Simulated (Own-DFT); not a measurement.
## Calculated data, InAs (zincblende, strongly disordered by large displacements), GaP (zincblende, strongly disordered by large displacements)

All values are calculated (Own-DFT development build). A calculation, not a measurement: plane-wave PBE density functional theory by an unreviewed code, no spin, of a simulated periodic cell, stress positive in tension, free energy of the whole cell less one offset for each atom, forces on such cells passed a denser k mesh, this cell's mesh not checked; broken bonds can close the gap or carry spin, so checks made on this kind of crystal may not hold here; offsets are fitted by least squares, one for each functional and potential file, so energies compare only between cells with the same atoms and settings and are not formation energies; the far tail of each file's local potential was reset to the Coulomb form; each entry is a single point on an unrelaxed cell, so the pressure reflects the starting lattice, mostly measured values (interpolated for alloys), from which strain is counted, and rises with the displacements; printed positions are rounded, which can move forces by about a meV/angstrom; the program, named Own-DFT, is a retired in-house code; no spin-orbit coupling.

Common to all runs: functional PBE; potential files PseudoDojo norm-conserving, scalar-relativistic, standard set; wave cutoff 42 hartree; occupations Fermi-Dirac; smearing width 0.1 eV; k mesh 3 x 3 x 3 centred on Gamma.

```yaml
- entry: 1
  formula: InAs
  kind: "zincblende, strongly disordered by large displacements"
  structure:
    cell_angstrom: [[12.1166, 0.0, 0.0], [0.0, 12.1166, 0.0], [0.0, 0.0, 12.1166]]
    atoms_fractional:
      - [In, 0.98465, 0.98779, 0.96643]
      - [In, 0.98653, 0.23761, 0.25105]
      - [In, 0.25932, 0.98434, 0.28362]
      - [In, 0.25827, 0.25704, 0.9869]
      - [As, 0.1584, 0.14054, 0.11896]
      - [As, 0.13026, 0.35541, 0.37785]
      - [As, 0.38658, 0.12255, 0.37102]
      - [As, 0.37151, 0.34931, 0.11394]
      - [In, 0.01677, 0.02334, 0.50158]
      - [In, 0.02995, 0.21987, 0.72354]
      - [In, 0.24323, 0.9956, 0.75264]
      - [In, 0.26885, 0.2663, 0.51732]
      - [As, 0.11626, 0.13023, 0.59204]
      - [As, 0.14738, 0.39004, 0.8765]
      - [As, 0.37204, 0.1221, 0.86911]
      - [As, 0.4049, 0.36904, 0.61224]
      - [In, 0.0072, 0.50736, 0.98634]
      - [In, 0.99011, 0.73743, 0.25792]
      - [In, 0.2485, 0.499, 0.27509]
      - [In, 0.24984, 0.76448, 0.00012]
      - [As, 0.09225, 0.65692, 0.14903]
      - [As, 0.11329, 0.88551, 0.40315]
      - [As, 0.34826, 0.61652, 0.37692]
      - [As, 0.41269, 0.83656, 0.14102]
      - [In, 0.00282, 0.51297, 0.49722]
      - [In, 0.98096, 0.77223, 0.75266]
      - [In, 0.2587, 0.50607, 0.75472]
      - [In, 0.24303, 0.77972, 0.49627]
      - [As, 0.14841, 0.62337, 0.62983]
      - [As, 0.11988, 0.88352, 0.88249]
      - [As, 0.38547, 0.61937, 0.89115]
      - [As, 0.39218, 0.90979, 0.64415]
      - [In, 0.50881, 0.0066, 0.997]
      - [In, 0.49393, 0.22434, 0.23309]
      - [In, 0.75426, 0.99284, 0.25605]
      - [In, 0.75772, 0.23494, 0.011]
      - [As, 0.62371, 0.11287, 0.11905]
      - [As, 0.61895, 0.37863, 0.36549]
      - [As, 0.87454, 0.13542, 0.38511]
      - [As, 0.85403, 0.3566, 0.1286]
      - [In, 0.45939, 0.99139, 0.48579]
      - [In, 0.51212, 0.26734, 0.74688]
      - [In, 0.7319, 0.99421, 0.7494]
      - [In, 0.7657, 0.24464, 0.49111]
      - [As, 0.62698, 0.1231, 0.62971]
      - [As, 0.61898, 0.36458, 0.86765]
      - [As, 0.87285, 0.09872, 0.8829]
      - [As, 0.8683, 0.39889, 0.61886]
      - [In, 0.48393, 0.52828, 0.0039]
      - [In, 0.51196, 0.76575, 0.25878]
      - [In, 0.74532, 0.50887, 0.28157]
      - [In, 0.74879, 0.77136, 0.00424]
      - [As, 0.63609, 0.62752, 0.12966]
      - [As, 0.64565, 0.87522, 0.38775]
      - [As, 0.86344, 0.62576, 0.3793]
      - [As, 0.88763, 0.88244, 0.09351]
      - [In, 0.50447, 0.47627, 0.50195]
      - [In, 0.5328, 0.76057, 0.73008]
      - [In, 0.78742, 0.4779, 0.76423]
      - [In, 0.73772, 0.75172, 0.50558]
      - [As, 0.64714, 0.63681, 0.58651]
      - [As, 0.625, 0.87436, 0.87368]
      - [As, 0.88846, 0.6359, 0.90641]
      - [As, 0.87964, 0.86096, 0.64953]
  settings:
    hardware: "one NVIDIA H200"
  results:
    "free_energy_of_cell_above_offsets [eV]": "7.028"
    "pressure [GPa]": 11.06
    "stress_xx [GPa]": -10.67
    "stress_yy [GPa]": -10.43
    "stress_zz [GPa]": -12.1
    "stress_yz [GPa]": 1.62
    "stress_xz [GPa]": -1.43
    "stress_xy [GPa]": 0.77
    force_element: [In, In, In, In, As, As, As, As, In, In, In, In, As, As, As, As, In, In, In, In, As, As, As, As, In, In, In, In, As, As, As, As, In, In, In, In, As, As, As, As, In, In, In, In, As, As, As, As, In, In, In, In, As, As, As, As, In, In, In, In, As, As, As, As]
    "force_x [eV/angstrom]": [4.213, 2.026, -0.3, -0.629, -2.233, -0.958, -2.078, 1.687, -7.354, -4.098, -0.943, -1.328, 9.195, -1.871, 0.718, -3.078, 1.153, -5.918, -2.607, 0.301, 8.036, -1.575, 4.1, -7.558, 1.261, 6.997, 1.716, 2.649, -1.636, 2.301, -4.49, -0.802, -1.912, 0.701, 0.788, -1.285, 1.631, -0.181, 1.387, 1.954, 4.256, -1.066, 1.555, -3.515, -0.502, 2.791, -3.615, 2.703, 5.031, 5.953, -0.733, -1.054, -0.104, -2.383, 1.738, -0.779, 1.952, -0.998, -2.8, 8.041, -7.346, -0.613, -2.17, -6.323]
    "force_y [eV/angstrom]": [0.282, 0.557, -0.03, -1.047, -2.179, 0.617, 2.533, 3.414, -5.085, 4.216, 1.094, -1.348, 2.745, -1.38, 0.403, -0.506, -1.952, 5.96, -2.744, -0.99, -6.219, -0.708, 3.605, 6.291, -0.519, -6.843, 0.054, -2.76, 1.658, -1.98, 5.222, -3.046, -1.504, 1.834, 0.506, -0.676, 0.034, -2.722, -3.754, 2.927, -0.564, -3.681, 0.495, 2.826, 0.487, 2.816, 5.354, -3.342, -5.508, -5.798, -1.185, -1.883, 0.076, 1.944, 1.724, -0.774, 4.864, -1.452, 2.621, 6.803, -9.305, -0.074, 1.214, 6.383]
    "force_z [eV/angstrom]": [3.575, -1.784, -2.673, -1.534, 1.766, 0.258, -0.198, 2.17, -3.357, 5.52, 0.097, -2.037, 2.217, -0.58, -0.467, 4.158, 2.636, 5.81, -3.798, 1.246, -7.629, -3.503, 2.96, -7.862, 0.258, 6.236, -0.596, 2.473, -0.764, -1.918, -6.056, 1.142, -0.597, -0.162, -1.219, -2.285, 1.237, -0.139, -1.997, 1.43, 0.078, -0.915, -0.375, 3.087, -1.734, 3.459, -4.279, -3.514, 5.497, 7.266, -3.324, 0.172, 0.188, -0.983, 1.643, 5.067, -2.922, -0.43, 4.055, -3.926, 7.392, 0.867, -2.724, -7.676]
    "wall_time [s]": 1152.0
- entry: 2
  formula: GaP
  kind: "zincblende, strongly disordered by large displacements"
  structure:
    cell_angstrom: [[10.901, 0.0, 0.0], [0.0, 10.901, 0.0], [0.0, 0.0, 10.901]]
    atoms_fractional:
      - [Ga, 0.0228, 0.97819, 0.03356]
      - [Ga, 0.05755, 0.30725, 0.24146]
      - [Ga, 0.28267, 0.99326, 0.28405]
      - [Ga, 0.23822, 0.28183, 0.98199]
      - [P, 0.1891, 0.10422, 0.12128]
      - [P, 0.11989, 0.39162, 0.39556]
      - [P, 0.41579, 0.12855, 0.37872]
      - [P, 0.3625, 0.37954, 0.11651]
      - [Ga, 0.0413, 0.03459, 0.53692]
      - [Ga, 0.04834, 0.22688, 0.79113]
      - [Ga, 0.21813, 0.00305, 0.72649]
      - [Ga, 0.25589, 0.29094, 0.48643]
      - [P, 0.18097, 0.15054, 0.59931]
      - [P, 0.14108, 0.37891, 0.84057]
      - [P, 0.36142, 0.13494, 0.91822]
      - [P, 0.31575, 0.38958, 0.63437]
      - [Ga, 0.9578, 0.52541, 0.99867]
      - [Ga, 0.01172, 0.76627, 0.2595]
      - [Ga, 0.29246, 0.46036, 0.26819]
      - [Ga, 0.2315, 0.81666, 0.02957]
      - [P, 0.17813, 0.64944, 0.09157]
      - [P, 0.14008, 0.88274, 0.32395]
      - [P, 0.3876, 0.64882, 0.31641]
      - [P, 0.39407, 0.88781, 0.0859]
      - [Ga, 0.99661, 0.47699, 0.50583]
      - [Ga, 0.0266, 0.76459, 0.6762]
      - [Ga, 0.26107, 0.50737, 0.77496]
      - [Ga, 0.21556, 0.74832, 0.54401]
      - [P, 0.14767, 0.59358, 0.65735]
      - [P, 0.13502, 0.83661, 0.86989]
      - [P, 0.36649, 0.68047, 0.88596]
      - [P, 0.38541, 0.87689, 0.67193]
      - [Ga, 0.48239, 0.00295, 0.96839]
      - [Ga, 0.4999, 0.23516, 0.24664]
      - [Ga, 0.75499, 0.99939, 0.20591]
      - [Ga, 0.70071, 0.25845, 0.99487]
      - [P, 0.61334, 0.10968, 0.16548]
      - [P, 0.63267, 0.40507, 0.41638]
      - [P, 0.83913, 0.10156, 0.41371]
      - [P, 0.89092, 0.39224, 0.11267]
      - [Ga, 0.56075, 0.0609, 0.47492]
      - [Ga, 0.47484, 0.30847, 0.7389]
      - [Ga, 0.76846, 0.93417, 0.80083]
      - [Ga, 0.77657, 0.24329, 0.51715]
      - [P, 0.56091, 0.15546, 0.63488]
      - [P, 0.60215, 0.37649, 0.86161]
      - [P, 0.90144, 0.13523, 0.87716]
      - [P, 0.86872, 0.37917, 0.60214]
      - [Ga, 0.54209, 0.51498, 0.97233]
      - [Ga, 0.5029, 0.79002, 0.27198]
      - [Ga, 0.74446, 0.48442, 0.27307]
      - [Ga, 0.75115, 0.76526, 0.96702]
      - [P, 0.6336, 0.67082, 0.14256]
      - [P, 0.63357, 0.89527, 0.42528]
      - [P, 0.91634, 0.63136, 0.34371]
      - [P, 0.89445, 0.86339, 0.10806]
      - [Ga, 0.47384, 0.45585, 0.50239]
      - [Ga, 0.51036, 0.72779, 0.76347]
      - [Ga, 0.73868, 0.4663, 0.77179]
      - [Ga, 0.75824, 0.76495, 0.54677]
      - [P, 0.67192, 0.62118, 0.65297]
      - [P, 0.59484, 0.88959, 0.85311]
      - [P, 0.87164, 0.67032, 0.84845]
      - [P, 0.89544, 0.88434, 0.61571]
  settings:
    hardware: "one NVIDIA H100"
  results:
    "free_energy_of_cell_above_offsets [eV]": "26.583"
    "pressure [GPa]": 14.91
    "stress_xx [GPa]": -15.67
    "stress_yy [GPa]": -16.43
    "stress_zz [GPa]": -12.65
    "stress_yz [GPa]": 0.51
    "stress_xz [GPa]": 1.46
    "stress_xy [GPa]": -1.93
    force_element: [Ga, Ga, Ga, Ga, P, P, P, P, Ga, Ga, Ga, Ga, P, P, P, P, Ga, Ga, Ga, Ga, P, P, P, P, Ga, Ga, Ga, Ga, P, P, P, P, Ga, Ga, Ga, Ga, P, P, P, P, Ga, Ga, Ga, Ga, P, P, P, P, Ga, Ga, Ga, Ga, P, P, P, P, Ga, Ga, Ga, Ga, P, P, P, P]
    "force_x [eV/angstrom]": [2.899, -1.939, 3.525, 0.245, -1.926, 2.674, -6.137, 3.432, -3.479, -0.999, 1.706, 2.333, -0.748, -2.585, -1.789, 3.588, 2.507, -0.297, -1.353, -0.01, -2.895, -0.32, -3.255, 1.76, -0.341, 1.765, 4.857, 2.567, -4.901, -2.911, -0.853, -0.635, 3.367, -0.873, 4.03, 2.502, -0.726, 1.941, 2.578, -2.573, 1.091, -2.624, 4.992, -4.251, 2.259, 0.083, -2.663, -0.171, -3.248, 2.254, 1.6, -1.979, 0.899, 1.264, -3.209, -3.704, -2.827, 1.554, 5.286, -0.79, -2.776, -0.844, 1.784, -0.71]
    "force_y [eV/angstrom]": [3.571, -3.395, 2.337, -0.857, 1.266, 1.342, 0.171, -1.624, -1.922, -2.48, -2.022, -2.824, 0.221, 1.929, 2.305, 0.983, 3.85, -0.705, 3.283, 1.156, -4.739, 0.472, -3.543, -1.051, 5.493, -2.483, 3.971, 1.823, 1.423, 2.299, -3.422, 0.026, 1.561, 5.669, -2.691, -2.123, 0.568, -3.272, -3.049, -3.418, -0.635, -2.782, 2.81, -0.372, 1.407, -2.829, -2.422, 1.03, 5.168, 2.683, 2.642, 0.509, -1.813, -3.766, -3.693, -1.565, 2.591, -0.961, 2.51, -0.808, -0.178, -0.635, -3.287, 4.296]
    "force_z [eV/angstrom]": [-2.859, -4.619, -1.948, 2.353, -0.046, -1.218, 0.52, -2.794, -2.986, -3.53, 2.794, -3.526, 2.307, 3.209, -3.815, 0.424, -2.792, -3.88, 3.147, 0.581, 2.309, 5.054, 2.768, 5.587, 0.738, 3.094, 4.576, -1.925, -4.375, -3.64, 1.291, -2.003, 0.448, -0.964, 2.731, 1.838, -5.089, -1.336, -2.704, 2.972, 0.588, -1.779, -2.048, -0.146, 3.768, 1.084, 1.917, 5.785, 4.237, -1.09, -2.416, 3.248, -1.267, -2.594, 3.882, 1.762, 0.937, -2.664, -2.67, -2.952, -0.023, 0.588, -1.309, 0.473]
    "wall_time [s]": 654.0
- entry: 3
  formula: GaP
  kind: "zincblende, strongly disordered by large displacements"
  structure:
    cell_angstrom: [[10.901, 0.0, 0.0], [0.0, 10.901, 0.0], [0.0, 0.0, 10.901]]
    atoms_fractional:
      - [Ga, 0.96002, 0.97479, 0.03241]
      - [Ga, 0.00266, 0.21197, 0.25972]
      - [Ga, 0.26249, 0.03424, 0.25089]
      - [Ga, 0.27135, 0.2476, 0.98629]
      - [P, 0.13482, 0.13528, 0.08017]
      - [P, 0.15655, 0.39168, 0.40932]
      - [P, 0.39856, 0.14743, 0.31313]
      - [P, 0.37286, 0.31929, 0.12389]
      - [Ga, 0.01078, 0.03766, 0.45354]
      - [Ga, 0.00223, 0.23046, 0.74803]
      - [Ga, 0.2965, 0.98333, 0.76592]
      - [Ga, 0.27146, 0.19818, 0.48668]
      - [P, 0.13819, 0.17048, 0.61581]
      - [P, 0.0778, 0.34065, 0.883]
      - [P, 0.37566, 0.12026, 0.86685]
      - [P, 0.39688, 0.36814, 0.62159]
      - [Ga, 0.05001, 0.52155, 0.92428]
      - [Ga, 0.0078, 0.76465, 0.22622]
      - [Ga, 0.27374, 0.47417, 0.23313]
      - [Ga, 0.24104, 0.74519, 0.03877]
      - [P, 0.11212, 0.58004, 0.12969]
      - [P, 0.10591, 0.78272, 0.38258]
      - [P, 0.36939, 0.64936, 0.39331]
      - [P, 0.37983, 0.87261, 0.09328]
      - [Ga, 0.04457, 0.52899, 0.49524]
      - [Ga, 0.98585, 0.70002, 0.74395]
      - [Ga, 0.26561, 0.52653, 0.78955]
      - [Ga, 0.22393, 0.67402, 0.50924]
      - [P, 0.13247, 0.60428, 0.68263]
      - [P, 0.07118, 0.85625, 0.89335]
      - [P, 0.39475, 0.64375, 0.88148]
      - [P, 0.38171, 0.843, 0.59555]
      - [Ga, 0.49543, 0.97517, 0.96696]
      - [Ga, 0.48147, 0.30731, 0.27217]
      - [Ga, 0.7298, 0.98747, 0.23706]
      - [Ga, 0.72062, 0.27814, 0.00949]
      - [P, 0.59895, 0.14529, 0.10163]
      - [P, 0.64041, 0.35741, 0.39622]
      - [P, 0.84093, 0.15899, 0.33872]
      - [P, 0.84967, 0.38966, 0.09032]
      - [Ga, 0.51393, 0.01233, 0.53475]
      - [Ga, 0.51661, 0.22604, 0.77913]
      - [Ga, 0.71937, 0.99316, 0.75218]
      - [Ga, 0.73947, 0.23946, 0.50334]
      - [P, 0.63007, 0.13144, 0.66473]
      - [P, 0.64646, 0.37375, 0.86654]
      - [P, 0.88743, 0.13132, 0.85846]
      - [P, 0.8777, 0.40195, 0.67558]
      - [Ga, 0.47408, 0.4914, 0.9602]
      - [Ga, 0.48251, 0.79501, 0.25334]
      - [Ga, 0.64622, 0.52576, 0.23702]
      - [Ga, 0.76649, 0.76412, 0.01249]
      - [P, 0.62715, 0.64536, 0.09745]
      - [P, 0.61688, 0.88882, 0.34983]
      - [P, 0.90414, 0.63741, 0.31766]
      - [P, 0.86681, 0.85327, 0.13977]
      - [Ga, 0.51094, 0.487, 0.48301]
      - [Ga, 0.44846, 0.72575, 0.72285]
      - [Ga, 0.72728, 0.50929, 0.76506]
      - [Ga, 0.73923, 0.76562, 0.52326]
      - [P, 0.56727, 0.64997, 0.60068]
      - [P, 0.62005, 0.8451, 0.92762]
      - [P, 0.8212, 0.64756, 0.84789]
      - [P, 0.88862, 0.8644, 0.57917]
  settings:
    hardware: "one NVIDIA H100"
  results:
    "free_energy_of_cell_above_offsets [eV]": "26.083"
    "pressure [GPa]": 14.39
    "stress_xx [GPa]": -15.91
    "stress_yy [GPa]": -13.54
    "stress_zz [GPa]": -13.72
    "stress_yz [GPa]": 1.56
    "stress_xz [GPa]": -0.89
    "stress_xy [GPa]": -2.01
    force_element: [Ga, Ga, Ga, Ga, P, P, P, P, Ga, Ga, Ga, Ga, P, P, P, P, Ga, Ga, Ga, Ga, P, P, P, P, Ga, Ga, Ga, Ga, P, P, P, P, Ga, Ga, Ga, Ga, P, P, P, P, Ga, Ga, Ga, Ga, P, P, P, P, Ga, Ga, Ga, Ga, P, P, P, P, Ga, Ga, Ga, Ga, P, P, P, P]
    "force_x [eV/angstrom]": [3.255, 4.339, -3.649, -3.111, -2.746, 1.203, 0.387, 0.17, 0.401, -0.324, -3.7, 2.956, -1.779, 3.584, 0.941, -0.891, -1.576, 3.36, -1.185, -2.682, 0.575, 0.958, 4.069, -1.323, -3.209, -2.754, 1.456, -1.321, 0.518, 2.31, -2.43, -2.73, -1.234, 5.558, 1.468, 1.029, -0.243, -1.135, -2.661, 2.918, -0.602, -1.609, 3.883, 2.748, 0.844, -5.305, -3.976, 0.717, 2.806, -1.771, 2.068, 1.358, -3.169, 0.037, -2.933, -1.77, -1.591, 1.162, -1.222, -3.272, 5.428, 0.143, 2.514, 2.744]
    "force_y [eV/angstrom]": [4.475, 2.859, -2.882, 0.076, -2.464, -2.538, -2.859, 4.452, -0.666, 0.721, -3.393, 2.466, -3.443, -1.146, 1.121, -0.552, 3.602, -0.632, 1.039, -1.524, 0.989, 2.727, -2.128, 1.423, 0.05, 4.691, -4.516, 1.274, -0.495, -0.487, 2.319, 4.623, 4.794, 2.606, 3.74, -3.644, -2.228, 3.352, -2.659, 2.181, -0.752, 4.686, -4.025, -1.367, 0.603, -0.478, -3.488, -0.858, -3.601, -2.637, -3.445, -3.095, 1.234, -0.36, -4.12, 2.567, 0.792, 0.903, 0.383, -1.731, -2.322, -0.417, 1.976, 2.229]
    "force_z [eV/angstrom]": [-4.267, -2.772, -2.565, -3.581, 3.128, -2.242, 4.489, -1.692, 0.907, -3.806, -3.422, -2.085, 1.011, 2.398, 1.992, 0.994, 2.04, -3.447, 1.312, -1.597, -1.215, 3.103, -4.499, 2.934, 0.202, 1.126, 0.224, 2.23, -4.048, -0.525, 3.297, -1.825, 1.484, 2.017, -2.462, 1.375, 1.134, -3.302, 1.194, 2.492, -1.775, 0.204, 2.759, 3.969, -5.366, -0.581, 3.172, -2.979, 2.408, -1.184, 3.212, -1.852, -1.661, 5.861, 4.193, 3.533, 0.893, 2.407, -4.153, -2.18, -1.792, -5.359, 2.296, 2.244]
    "wall_time [s]": 608.1
- entry: 4
  formula: GaP
  kind: "zincblende, strongly disordered by large displacements"
  structure:
    cell_angstrom: [[10.901, 0.0, 0.0], [0.0, 10.901, 0.0], [0.0, 0.0, 10.901]]
    atoms_fractional:
      - [Ga, 0.97997, 0.0005, 0.99625]
      - [Ga, 0.03635, 0.22543, 0.23934]
      - [Ga, 0.24922, 0.99655, 0.28698]
      - [Ga, 0.3203, 0.22242, 0.0157]
      - [P, 0.09482, 0.10392, 0.10888]
      - [P, 0.11486, 0.37851, 0.34733]
      - [P, 0.3403, 0.07541, 0.42778]
      - [P, 0.35338, 0.3611, 0.13534]
      - [Ga, 0.02715, 0.9389, 0.49807]
      - [Ga, 0.00744, 0.18859, 0.76131]
      - [Ga, 0.27974, 0.02744, 0.77867]
      - [Ga, 0.25786, 0.27541, 0.45884]
      - [P, 0.10538, 0.18125, 0.60144]
      - [P, 0.17582, 0.32027, 0.85275]
      - [P, 0.41465, 0.12842, 0.88355]
      - [P, 0.40327, 0.3621, 0.60402]
      - [Ga, 0.97375, 0.51852, 0.98886]
      - [Ga, 0.98006, 0.74814, 0.27875]
      - [Ga, 0.26851, 0.46705, 0.28104]
      - [Ga, 0.29148, 0.75611, 0.05434]
      - [P, 0.12596, 0.66339, 0.17006]
      - [P, 0.13008, 0.87045, 0.35377]
      - [P, 0.38102, 0.61146, 0.36424]
      - [P, 0.34517, 0.91325, 0.15184]
      - [Ga, 0.04467, 0.53787, 0.48029]
      - [Ga, 0.00087, 0.74625, 0.84151]
      - [Ga, 0.26058, 0.44345, 0.70794]
      - [Ga, 0.20348, 0.77131, 0.49379]
      - [P, 0.12752, 0.62062, 0.67688]
      - [P, 0.11032, 0.89443, 0.87711]
      - [P, 0.39465, 0.67164, 0.83767]
      - [P, 0.35292, 0.91495, 0.64801]
      - [Ga, 0.52644, 0.01663, 0.01256]
      - [Ga, 0.5227, 0.33524, 0.25419]
      - [Ga, 0.78463, 0.01544, 0.25843]
      - [Ga, 0.75996, 0.28848, 0.98158]
      - [P, 0.67566, 0.08797, 0.10112]
      - [P, 0.65588, 0.39452, 0.37367]
      - [P, 0.86267, 0.09997, 0.40664]
      - [P, 0.86072, 0.37031, 0.14388]
      - [Ga, 0.53109, 0.02543, 0.5321]
      - [Ga, 0.49082, 0.24868, 0.72515]
      - [Ga, 0.76292, 0.9702, 0.77138]
      - [Ga, 0.78652, 0.22757, 0.51848]
      - [P, 0.67904, 0.11629, 0.62081]
      - [P, 0.59564, 0.34138, 0.90805]
      - [P, 0.89983, 0.13926, 0.90307]
      - [P, 0.86039, 0.3507, 0.63598]
      - [Ga, 0.52929, 0.47165, 0.05968]
      - [Ga, 0.5432, 0.71519, 0.19661]
      - [Ga, 0.78456, 0.50482, 0.24911]
      - [Ga, 0.78306, 0.74173, 0.02858]
      - [P, 0.6901, 0.61939, 0.13444]
      - [P, 0.61834, 0.93862, 0.32376]
      - [P, 0.80894, 0.68131, 0.31275]
      - [P, 0.87446, 0.84112, 0.15827]
      - [Ga, 0.51207, 0.52183, 0.53779]
      - [Ga, 0.52536, 0.71894, 0.71164]
      - [Ga, 0.72954, 0.53668, 0.70436]
      - [Ga, 0.73241, 0.77897, 0.45554]
      - [P, 0.64087, 0.64956, 0.58438]
      - [P, 0.60704, 0.85866, 0.92673]
      - [P, 0.87315, 0.6005, 0.85335]
      - [P, 0.88187, 0.82736, 0.64989]
  settings:
    hardware: "one NVIDIA H100"
  results:
    "free_energy_of_cell_above_offsets [eV]": "27.952"
    "pressure [GPa]": 15.88
    "stress_xx [GPa]": -16.02
    "stress_yy [GPa]": -15.26
    "stress_zz [GPa]": -16.36
    "stress_yz [GPa]": -3.39
    "stress_xz [GPa]": 0.66
    "stress_xy [GPa]": -1.35
    force_element: [Ga, Ga, Ga, Ga, P, P, P, P, Ga, Ga, Ga, Ga, P, P, P, P, Ga, Ga, Ga, Ga, P, P, P, P, Ga, Ga, Ga, Ga, P, P, P, P, Ga, Ga, Ga, Ga, P, P, P, P, Ga, Ga, Ga, Ga, P, P, P, P, Ga, Ga, Ga, Ga, P, P, P, P, Ga, Ga, Ga, Ga, P, P, P, P]
    "force_x [eV/angstrom]": [-0.448, -3.194, -1.42, -4.627, 5.185, -2.334, 2.343, 1.406, -3.8, 1.175, -3.995, 0.36, 2.078, -0.947, 1.995, -0.562, 3.164, 5.582, 0.582, -1.225, 1.744, -2.835, 1.308, 4.936, -1.107, 0.142, -2.263, 3.561, 1.144, 3.181, -3.182, 2.308, -3.267, -1.273, 0.395, 2.534, 2.252, 1.172, 5.882, 3.902, -2.125, 3.765, -0.02, -1.106, -3.311, -2.796, -5.9, 2.287, -0.077, -5.267, 0.094, -0.708, -2.614, -3.029, -0.682, 0.21, -2.717, -1.217, 2.977, -0.952, 2.616, 2.4, -3.888, 0.206]
    "force_y [eV/angstrom]": [-5.465, 1.385, 3.459, -0.658, 0.045, -0.8, 3.153, 2.304, 3.574, 2.575, 0.942, -1.697, -2.144, 0.428, -0.98, 1.136, -2.929, -0.993, 2.958, -1.916, -3.005, -1.714, 1.623, 0.221, 0.367, -0.7, 2.307, -3.925, 0.091, 2.22, -1.652, -3.297, -1.003, -1.916, -1.065, -2.272, 3.612, 0.079, -1.243, -2.682, -1.933, -2.619, 0.272, 3.602, -1.56, 1.718, 1.553, 4.561, 0.957, 3.503, -3.53, 1.126, -3.338, -3.219, -0.693, 6.843, -2.641, 3.824, -4.577, 3.937, 2.979, -2.604, 0.81, 0.604]
    "force_z [eV/angstrom]": [1.916, 1.858, -2.657, -0.525, 0.588, 1.94, 3.631, 1.037, 4.091, -0.604, 1.301, 1.081, -2.816, 1.351, -1.961, -3.792, 4.341, 2.301, -1.489, -1.852, -2.317, -2.981, 1.442, -3.274, 0.94, -2.45, 2.058, 4.715, -1.501, 0.617, 2.823, -4.412, 0.698, -1.307, -3.076, 1.437, 0.808, 3.598, -0.866, -2.442, -2.047, 2.819, 0.535, -3.322, 4.9, -2.706, -0.029, 3.061, -1.181, 2.621, 3.614, -6.477, -1.932, 2.355, 0.767, -2.044, -3.947, 2.257, 2.76, 2.099, -3.254, -2.546, -1.363, -1.19]
    "wall_time [s]": 657.5
```
